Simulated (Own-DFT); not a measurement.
# Strain and stress in fcc Cu, 16 atoms (Cu16)

These are calculations, not measurements. The program, named Own-DFT, is a retired in-house plane-wave density functional code that no person has reviewed. Each row is one single-point run on a periodic cell that was not relaxed, without spin or spin-orbit coupling.

Settings of every run: PBE; PseudoDojo norm-conserving scalar-relativistic files; cutoff 50 hartree; 7 x 7 x 5 k mesh centred on Gamma; cold (Marzari-Vanderbilt) smearing of 0.2 eV.

Known limits: forces on such cells failed a check on a denser k mesh; stress not checked against mesh or cutoff.

Unstrained cell vectors in Å: (3.615, 3.615, 0.000); (-3.615, 3.615, 0.000); (0.000, 0.000, 7.230). The unstrained cell has measured lattice constants (interpolated for alloys), not those of this functional. That, the random moves and any unrelaxed bonds set the pressure at no strain. Each run strains this cell uniformly, with the atoms carried along. Every atom was also moved at random, by a Gaussian of width 0.05 Å on each axis. Strain is the symmetric tensor, in per cent. Stress is positive in tension, and the pressure is minus a third of its trace.

```
run,e_xx (%),e_yy (%),e_zz (%),e_yz (%),e_xz (%),e_xy (%),s_xx (GPa),s_yy (GPa),s_zz (GPa),s_yz (GPa),s_xz (GPa),s_xy (GPa),P (GPa),E (meV/atom)
1,-0.55,0.72,-1.00,-1.09,-1.24,-0.80,-4.73,-3.87,-4.69,-1.79,-2.64,-1.62,4.43,8.8
2,-1.47,-1.74,-0.58,0.42,1.43,1.20,-10.53,-10.32,-9.44,0.51,3.20,1.85,10.10,32.1
3,0.39,-0.90,1.97,-1.61,0.64,-0.33,-1.06,-2.30,-0.23,-3.15,0.69,-0.72,1.19,10.9
4,-0.52,0.78,-1.12,1.73,0.55,-1.42,-4.87,-3.98,-4.61,2.99,1.53,-2.45,4.49,8.5
5,0.38,-1.56,-1.98,-1.80,0.99,1.45,-7.40,-9.47,-8.72,-4.28,1.84,2.76,8.53,20.6
6,1.61,0.79,1.59,0.16,1.76,0.66,2.62,2.38,2.72,0.48,2.26,1.11,-2.57,4.5
7,0.86,-1.00,1.97,-1.30,0.20,-1.86,-0.19,-1.76,0.43,-2.23,0.28,-3.20,0.51,7.8
8,0.33,-1.80,-0.32,-0.15,0.06,-1.76,-5.44,-6.98,-5.45,-0.01,0.30,-3.01,5.96,10.0
9,-1.49,0.82,-0.28,1.24,-1.29,1.43,-5.10,-3.35,-4.11,1.98,-2.38,1.97,4.18,0.0
10,-1.33,-0.48,0.29,-0.68,-0.67,1.13,-5.88,-5.04,-4.08,-1.30,-1.14,2.55,5.00,0.8
11,1.46,1.53,1.41,1.63,1.51,0.74,2.80,2.79,2.93,2.85,2.13,1.27,-2.84,10.4
12,-0.99,1.34,-1.28,0.31,0.95,1.35,-5.34,-3.21,-4.63,0.78,2.14,2.34,4.39,4.0
13,-0.31,0.81,-0.26,1.07,0.90,-1.90,-3.56,-2.68,-3.15,1.75,1.69,-2.95,3.13,13.7
14,0.03,-0.87,0.10,-1.23,-0.87,-1.09,-3.94,-5.35,-4.34,-2.47,-0.97,-2.01,4.55,14.1
15,0.42,1.44,-0.67,-0.29,-0.72,-0.01,-1.69,-0.72,-1.60,-0.45,-1.09,-0.08,1.34,4.3
16,0.46,-0.27,0.11,1.09,1.29,0.29,?,?,?,?,?,?,?,?
```

E is the free energy for each atom above the lowest run shown.

## Worked fit

Each stress component was fitted by least squares to a constant and the strains of the runs shown, as fractions, with shears doubled. Shear strains stay in the fit of a normal stress only where such slopes are resolved. The slopes, in GPa:

```
stress,at no strain,per e_xx,per e_yy,per e_zz,scatter
s_xx,-3.4,189 ± 15,132 ± 10,138 ± 12,0.48
s_yy,-3.5,100 ± 13,218 ± 9,145 ± 10,0.39
s_zz,-3.1,114 ± 15,144 ± 10,190 ± 12,0.47
```

Each shear stress against twice its own strain: yz 90 ± 6, xz 91 ± 7, xy 84 ± 4 GPa. These are stiffnesses along x, y and z of the frame in which the cell vectors are given, which need not be the crystal's axes. The atoms are held to the strained lattice; where symmetry lets them move under strain, relaxing them would lower some slopes. The table should be nearly symmetric about its diagonal, and what it lacks of that shows the noise. A ninth of its sum, 152 ± 5 GPa, estimates the bulk modulus near the mean pressure of these runs, 3.5 GPa, so it lies above the value at zero pressure.

## Withheld run

Question: what normal stresses and pressure should run 16 give?

The fit gives s_xx = -2.8, s_yy = -3.5, s_zz = -2.8 and P = 3.0 GPa. The calculation gave -1.86, -2.40, -2.16 and P = 2.14 GPa.
